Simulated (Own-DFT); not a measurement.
# Point defects and the pressure they add: D0_22 TiAl3

Everything here is calculated. The program is Own-DFT (plane waves, in-house, since retired, never reviewed by a person); positions were held fixed, and spin and spin-orbit coupling were off.

All runs used: PBE; PseudoDojo norm-conserving scalar-relativistic files; cutoff 42 hartree; 4 x 4 x 4 k mesh centred on Gamma; cold (Marzari-Vanderbilt) smearing of 0.2 eV.

Known weak points: forces on such cells failed a check on a denser k mesh; stress not checked against mesh or cutoff.

All runs share one cell, with vectors in Å (-2.365, -6.981, 4.326); (-7.667, 3.491, 1.442); (-2.950, -3.488, -7.241) and a volume of 625.4 Å³. Atoms were moved at random from their sites; u is the rms move along one axis. The defect's site can differ from row to row.

```
cell,formula,u (Å),P (GPa)
no defect,Al30Ti10,0.0184,1.95
no defect,Al30Ti10,0.0213,1.98
no defect,Al30Ti10,0.0506,2.53
two Al on a Ti site each,Al32Ti8,0.0285,2.93
two Al on a Ti site each,Al32Ti8,0.0288,2.90
two Al on a Ti site each,Al32Ti8,0.0489,3.35
two Al on a Ti site each,Al32Ti8,0.0544,?
two Ti on an Al site each,Al28Ti12,0.0260,3.07
two Ti on an Al site each,Al28Ti12,0.0341,3.43
two Ti on an Al site each,Al28Ti12,0.0554,3.97
two Al vacancies,Al28Ti10,0.0287,1.22
two Al vacancies,Al28Ti10,0.0327,1.32
two Al vacancies,Al28Ti10,0.0545,1.98
one Ti vacancy,Al30Ti9,0.0305,1.98
one Ti vacancy,Al30Ti9,0.0472,2.18
one Ti vacancy,Al30Ti9,0.0558,2.50
```

## Worked fit

P = P0 + c u² + a shift for each defect gives P0 = 1.82 GPa, c = 299 ± 22 GPa/Å² and a scatter of 0.08 GPa. The shifts, and each times the cell's volume:

- two Ti on an Al site each: 1.18 ± 0.07 GPa, 4.6 eV (2.3 eV for each of its 2 sites)
- two Al on a Ti site each: 0.84 ± 0.07 GPa, 3.3 eV (1.6 eV for each of its 2 sites)
- one Ti vacancy: -0.23 ± 0.07 GPa, -0.9 eV
- two Al vacancies: -0.80 ± 0.07 GPa, -3.1 eV (-1.6 eV for each of its 2 sites)

A positive shift means that the defect pushes the cell outwards. Shift times volume (160.2 GPa Å³ is 1 eV) depends little on the cell's size, so, taken for each site, it can be compared between cells at like pressure. The atoms around the defects weren't relaxed, which would change these numbers.

## Prediction

Q: what pressure belongs in the blank (two Al on a Ti site each, u = 0.0544 Å)?

The fitted form gives 3.54 ± 0.10 GPa. DFT gave 3.59 GPa.
